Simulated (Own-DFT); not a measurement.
# Strain and stress in wurtzite GaN, 72 atoms (Ga36N36)

Calculated results; nothing here was measured. They come from Own-DFT, an in-house plane-wave density functional program, since retired, whose code no person has reviewed. Each row is one single-point run on a periodic cell that was not relaxed, without spin or spin-orbit coupling.

Settings of every run: PBE; PseudoDojo norm-conserving scalar-relativistic files (stringent for Ga); cutoff 96 hartree; 4 x 4 x 3 k mesh centred on Gamma; Gaussian smearing of 0.01 eV.

Known limits: forces not confirmed at this smearing and k mesh; stress not checked against mesh or cutoff.

Unstrained cell vectors in Å: (9.567, 0.000, 0.000); (-4.784, 8.285, 0.000); (0.000, 0.000, 10.370). The unstrained cell has measured lattice constants (interpolated for alloys), not those of this functional. That, the random moves and any unrelaxed bonds set the pressure at no strain. Each run strains this cell uniformly, with the atoms carried along. Every atom was also moved at random, by a Gaussian of width 0.05 Å on each axis. Strain is the symmetric tensor, in per cent. Stress is positive in tension, and the pressure is minus a third of its trace.

| run | e_xx (%) | e_yy (%) | e_zz (%) | s_xx (GPa) | s_yy (GPa) | s_zz (GPa) | P (GPa) | E (meV/atom) |
|---|---|---|---|---|---|---|---|---|
| 1 | 0.00 | 0.00 | 1.75 | -6.61 | -5.36 | 0.70 | 3.76 | 6.1 |
| 2 | 0.00 | 0.00 | 2.75 | -6.02 | -5.37 | 4.86 | 2.18 | 3.3 |
| 3 | 0.00 | 0.00 | 0.75 | -6.66 | -7.24 | -2.68 | 5.52 | 4.8 |
| 4 | 0.00 | 0.00 | -1.25 | -7.29 | -8.19 | -13.90 | 9.79 | 25.0 |
| 5 | 0.00 | 0.00 | -0.50 | -8.25 | -5.46 | -10.02 | 7.91 | 9.7 |
| 6 | 0.00 | 0.00 | 0.75 | -6.80 | -6.23 | -5.32 | 6.12 | 27.0 |
| 7 | 0.00 | 0.00 | 1.75 | -7.10 | -5.54 | 0.94 | 3.90 | 0.0 |
| 8 | 0.00 | 0.00 | 2.75 | -5.72 | -5.35 | 4.57 | 2.17 | 1.9 |
| 9 | 0.00 | 0.00 | -1.25 | -7.96 | -7.73 | -14.11 | 9.94 | 21.2 |
| 10 | 0.00 | 0.00 | -0.50 | -6.37 | -8.05 | -9.93 | 8.12 | 13.2 |
| 11 | 0.00 | 0.00 | -0.25 | ? | ? | ? | ? | ? |

E is the free energy for each atom above the lowest run shown.

## Worked fit

The change of volume is close to e_xx + e_yy + e_zz. A straight line through the runs shown gives P = 7.27 - 190 x (fractional change of volume) GPa, with an error of 5 on the slope and a scatter of 0.24 GPa. The strain isn't the same on all axes and the cell isn't cubic, so the slope belongs to this path and is not the bulk modulus.

## Withheld run

Question: what pressure should run 11 give? Its volume changes by -0.25 %.

The line gives 7.7 GPa. The calculation gave 7.39 GPa.
